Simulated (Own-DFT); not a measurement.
# Response to strain: wurtzite GaN, 96 atoms (Ga48N48)

All numbers below are calculated, not measured. They come from Own-DFT, an in-house plane-wave density functional program, since retired, whose code no person has reviewed. Each row is one single-point run on a periodic cell that was not relaxed, without spin or spin-orbit coupling.

Settings of every run: PBE; PseudoDojo norm-conserving scalar-relativistic files (stringent for Ga); cutoff 96 hartree; 3 x 4 x 3 k mesh centred on Gamma; Gaussian smearing of 0.01 eV.

Known limits: forces on such cells passed a denser k mesh, each cell not checked; stress not checked against mesh or cutoff.

Unstrained cell vectors in Å: (12.756, 0.000, 0.000); (-4.783, 8.285, 0.000); (0.000, 0.000, 10.370). The unstrained cell has measured lattice constants (interpolated for alloys), not those of this functional. That, the random moves and any unrelaxed bonds set the pressure at no strain. Each run strains this cell uniformly, with the atoms carried along. Every atom was also moved at random, by a Gaussian of width 0.05 Å on each axis. Strain is the symmetric tensor, in per cent. Stress is positive in tension, and the pressure is minus a third of its trace.

| run | e_xx (%) | e_yy (%) | e_zz (%) | e_yz (%) | e_xz (%) | e_xy (%) | s_xx (GPa) | s_yy (GPa) | s_zz (GPa) | s_yz (GPa) | s_xz (GPa) | s_xy (GPa) | P (GPa) | E (meV/atom) |
|---|---|---|---|---|---|---|---|---|---|---|---|---|---|---|
| 1 | -1.49 | 1.85 | -0.36 | 0.08 | -1.03 | 1.57 | -13.05 | -1.46 | -10.05 | 0.38 | -2.27 | 5.52 | 8.19 | 43.3 |
| 2 | -0.82 | -0.76 | 0.01 | -0.46 | 1.05 | -0.03 | -11.69 | -10.28 | -9.42 | -0.97 | 3.02 | -0.68 | 10.46 | 30.9 |
| 3 | -1.95 | 1.72 | -0.67 | -1.34 | 1.87 | -1.29 | -11.83 | -2.52 | -12.36 | -3.27 | 3.32 | -3.17 | 8.91 | 27.7 |
| 4 | 0.69 | -1.37 | 0.53 | 0.44 | -0.57 | -0.04 | -5.50 | -11.71 | -5.31 | 1.01 | -0.77 | -1.96 | 7.51 | 19.1 |
| 5 | 0.10 | -1.53 | 0.09 | 0.24 | -0.66 | 1.52 | -10.12 | -12.13 | -7.91 | 0.71 | -2.08 | 4.51 | 10.06 | 34.1 |
| 6 | 0.97 | -0.82 | 0.57 | 1.89 | -1.53 | 1.40 | -4.87 | -9.11 | -3.52 | 3.76 | -3.14 | 4.14 | 5.83 | 21.7 |
| 7 | 1.78 | 0.66 | 0.79 | -1.32 | 0.02 | -0.77 | 1.26 | -2.64 | -2.28 | -2.55 | -0.13 | -1.63 | 1.22 | 10.4 |
| 8 | -1.09 | 1.06 | -0.07 | 0.30 | -0.84 | 0.79 | -12.01 | -3.16 | -7.43 | 0.61 | -0.96 | 2.77 | 7.54 | 25.8 |
| 9 | 0.28 | 1.05 | 1.75 | -0.86 | -0.19 | 0.45 | -3.61 | -1.02 | 1.27 | -1.99 | 0.44 | 1.41 | 1.12 | 1.8 |
| 10 | -1.93 | 1.72 | -0.78 | -0.56 | 1.14 | -0.34 | -14.14 | -1.48 | -12.46 | -1.06 | 2.16 | -1.95 | 9.36 | 30.3 |
| 11 | -0.33 | -1.16 | -1.42 | -1.48 | -0.31 | 1.50 | -11.05 | -13.77 | -14.52 | -3.60 | -0.92 | 3.81 | 13.11 | 34.4 |
| 12 | 0.03 | 1.68 | 1.12 | -1.05 | 0.92 | -0.24 | -3.83 | 0.84 | -2.24 | -2.17 | 1.87 | -0.38 | 1.74 | 4.8 |
| 13 | 1.46 | 0.17 | 1.77 | -0.57 | 1.05 | -0.40 | 0.63 | -3.61 | 1.31 | -1.32 | 2.26 | -1.09 | 0.56 | 0.0 |
| 14 | 0.65 | -1.39 | -0.50 | 0.33 | 0.76 | -0.11 | -6.57 | -13.92 | -8.64 | 0.80 | 2.51 | -1.45 | 9.71 | 22.6 |
| 15 | 0.98 | -0.98 | 0.61 | -1.03 | -1.06 | -0.63 | -3.31 | -10.18 | -4.61 | -1.50 | -1.97 | -2.14 | 6.04 | 21.6 |
| 16 | 1.46 | 0.03 | -1.22 | 1.32 | 1.22 | -1.70 | -3.58 | -6.37 | -11.24 | 2.62 | 3.13 | -5.60 | 7.06 | 38.8 |
| 17 | 1.30 | -1.54 | 1.36 | 0.21 | -0.65 | -1.56 | ? | ? | ? | ? | ? | ? | ? | ? |

E is the free energy for each atom above the lowest run shown.

## Worked fit

Each stress component was fitted by least squares to a constant and the strains of the runs shown, as fractions, with shears doubled. Shear strains stay in the fit of a normal stress only where such slopes are resolved. The slopes, in GPa:

```
stress  at no strain  per e_xx  per e_yy  per e_zz  scatter
  s_xx          -7.6  396 ± 31  116 ± 26  103 ± 34     1.04
  s_yy          -7.1   65 ± 18  406 ± 16   96 ± 20     0.62
  s_zz          -7.5  111 ± 18   40 ± 16  428 ± 20     0.62
```

Each shear stress against twice its own strain: yz 104 ± 4, xz 103 ± 12, xy 160 ± 14 GPa. These are stiffnesses along x, y and z of the frame in which the cell vectors are given, which need not be the crystal's axes. The atoms are held to the strained lattice; where symmetry lets them move under strain, relaxing them would lower some slopes. The table should be nearly symmetric about its diagonal, and what it lacks of that shows the noise. A ninth of its sum, 196 ± 4 GPa, estimates the bulk modulus near the mean pressure of these runs, 6.8 GPa, so it lies above the value at zero pressure.

## Withheld run

Question: what normal stresses and pressure should run 17 give?

The fit gives s_xx = -2.8, s_yy = -11.1, s_zz = -0.9 and P = 4.9 GPa. The calculation gave -2.59, -13.83, -0.95 and P = 5.79 GPa. This run lies off the fit, by chance or by something that the fit leaves out.
